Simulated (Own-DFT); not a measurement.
Simulation results for GaP (zincblende, strongly disordered by large displacements)

Computed with Own-DFT development build. A calculation, not a measurement: plane-wave PBE density functional theory by an unreviewed code, no spin, of a simulated periodic cell, stress positive in tension, free energy of the whole cell less one offset for each atom, forces on such cells passed a denser k mesh, this cell's mesh not checked; broken bonds can close the gap or carry spin, so checks made on this kind of crystal may not hold here; offsets are fitted by least squares, one for each functional and potential file, so energies compare only between cells with the same atoms and settings and are not formation energies; the far tail of each file's local potential was reset to the Coulomb form; each entry is a single point on an unrelaxed cell, so the pressure reflects the starting lattice, mostly measured values (interpolated for alloys), from which strain is counted, and rises with the displacements; printed positions are rounded, which can move forces by about a meV/angstrom; the program, named Own-DFT, is a retired in-house code; no spin-orbit coupling.

Entry: GaP (zincblende, strongly disordered by large displacements)

```xyz
64
Lattice="10.9010 0.0000 0.0000 0.0000 10.9010 0.0000 0.0000 0.0000 10.9010" Properties=species:S:1:pos:R:3 GaP
Ga    10.5762    10.3204    10.7404
Ga    10.6048     3.1592     2.7720
Ga     2.5443    10.8778     2.5134
Ga     2.6426     2.9936     0.8830
P      0.8061     1.8220     1.4947
P      1.5183     3.8264     3.5029
P      4.2587     0.8591     4.3138
P      4.2594     4.1481     1.1752
Ga     0.5208     0.4869     5.4293
Ga     0.0798     2.7139     8.2016
Ga     2.6381    10.8340     8.3498
Ga     2.6311     2.7427     4.8776
P      1.7188     1.6785     6.5093
P      1.0189     4.0274     9.7318
P      3.6845     1.3882     9.2792
P      4.1958     3.9293     7.5561
Ga     0.0934     5.3148     0.0382
Ga     0.0585     8.5946     2.9729
Ga     3.0679     5.0046     3.0213
Ga     3.0680     8.1707    10.8182
P      1.5536     6.7964     1.9178
P      0.9979     9.6172     4.6622
P      4.0910     7.0107     4.2024
P      3.6141     9.5594     1.2568
Ga     0.2839     5.1477     5.4769
Ga     0.2108     8.4110     8.4856
Ga     3.0026     5.3931     8.4707
Ga     2.7434     8.1712     5.2513
P      0.9377     7.0872     6.7887
P      1.1557     9.8793     9.4618
P      3.7916     6.9727     9.3832
P      3.4138     8.9140     6.9891
Ga     5.4312    10.6835    10.4676
Ga     5.4589     2.6753     2.8244
Ga     8.3522    10.3180     2.8401
Ga     8.3897     1.9589    10.4090
P      6.4432     1.6250     1.3692
P      6.4326     3.6397     4.2494
P      9.5373     1.7471     4.0283
P      9.4257     4.8427     1.5172
Ga     5.4786    10.5884     5.5504
Ga     5.5628     2.3368     7.9488
Ga     8.3284     0.2325     8.2605
Ga     7.9989     2.6178     5.1697
P      6.9290     1.5487     6.7103
P      6.4592     4.7514     9.5274
P      9.8771     1.0131     9.3472
P      9.3889     3.5146     7.1317
Ga     5.6989     5.2643     0.4097
Ga     6.1878     7.7510     2.8828
Ga     8.2179     5.4121     3.0133
Ga     8.5179     9.0721    10.5075
P      6.6470     6.8409     1.1559
P      6.7978     9.5808     4.3628
P      9.8373     6.5432     5.0657
P      9.4219     9.5999     1.3035
Ga     5.8985     5.6472     5.5741
Ga     5.7507     8.2054     8.3930
Ga     8.7292     5.5449     7.6784
Ga     8.3012     7.9633     5.6168
P      6.9960     7.4527     7.0131
P      7.0809     9.8428     9.1545
P      9.8491     6.1074     9.5105
P      9.8841     9.7907     6.5949
```

| Quantity | Value |
| --- | --- |
| functional | PBE |
| potential files | PseudoDojo norm-conserving, scalar-relativistic, standard set |
| wave cutoff | 42 hartree |
| occupations | Fermi-Dirac |
| smearing width | 0.1 eV |
| hardware | one NVIDIA H100 |
| k mesh | 3 x 3 x 3 centred on Gamma |

## Withheld values
1. What pressure does the calculation give for GaP (zincblende, strongly disordered by large displacements)?
2. Give the table of force values for GaP (zincblende, strongly disordered by large displacements).

Calculated values
1. 16.95 GPa
2. 
Force:
```csv
element,x (eV/Å),y (eV/Å),z (eV/Å)
Ga,1.161,3.465,0.337
Ga,-4.295,1.234,-1.388
Ga,-1.676,1.808,2.259
Ga,-3.913,-2.746,-2.601
P,2.05,-3.476,-2.022
P,-2.025,0.705,2.215
P,-3.188,3.191,-3.458
P,-1.009,-0.786,4.076
Ga,-5.56,2.216,-0.544
Ga,2.803,-1.423,0
Ga,0.32,-1.569,-4.688
Ga,3.4,-1.716,1.645
P,1.21,1.724,5.644
P,5.063,-2.611,-2.202
P,4.14,2.76,2.959
P,0.577,1.118,-3.234
Ga,1.563,2.546,6.83
Ga,0.095,-2.238,-1.328
Ga,3.63,5.382,-1.257
Ga,-4.279,-0.49,1.195
P,-0.535,0.509,-1.584
P,2.299,-3.888,-3.047
P,3.291,-3.734,-2.428
P,4.245,1.516,1.086
Ga,3.858,-4.746,1.677
Ga,-3.814,-3.787,-2.666
Ga,-4.516,-2.843,-1.043
Ga,-4.002,-0.129,-1.806
P,1.412,-1.289,-1.033
P,4.23,-0.07,1.742
P,4.618,1.896,-0.313
P,3.476,3.134,5.044
Ga,-2.192,2.054,2.046
Ga,-4.54,-1.546,-1.622
Ga,-2.812,4.4,4.054
Ga,-4.237,3.29,3.682
P,3.564,-4.216,-4.236
P,1.268,6.526,2.493
P,1.298,-4.009,-0.423
P,1.764,-3.219,-2.076
Ga,-1.43,0.761,4.932
Ga,-2.75,0.789,4.272
Ga,0.294,1.198,-6.756
Ga,2.099,0.439,1.892
P,1.985,-4.739,-0.881
P,2.519,-2.31,-5.305
P,4.68,0.937,0.115
P,-2.395,0.967,-3.379
Ga,-0.209,0.273,-0.716
Ga,-2.565,2.264,4.408
Ga,-3.237,1.813,3.775
Ga,-1.232,-4.491,-3.1
P,4.362,2.754,-1.473
P,3.61,-3.573,-3.282
P,-3.143,3.281,-2.613
P,2.024,-2.79,4.74
Ga,-1.557,0.231,0.534
Ga,-5.016,0.518,2.233
Ga,-1.447,1.14,0.11
Ga,2.917,4.409,-3.391
P,-0.23,-5.787,0.382
P,-4.195,-2.089,1.792
P,-2.805,5.341,-3.432
P,-1.021,-0.279,1.164
```

Further results for GaP (zincblende, strongly disordered by large displacements):

| Item | Value |
| --- | --- |
| free energy of cell above offsets | 32.669 eV |
| stress xx | -16.66 GPa |
| stress yy | -15.47 GPa |
| stress zz | -18.71 GPa |
| stress yz | -6.15 GPa |
| stress xz | 2.94 GPa |
| stress xy | -0.1 GPa |
| wall time | 609.2 s |
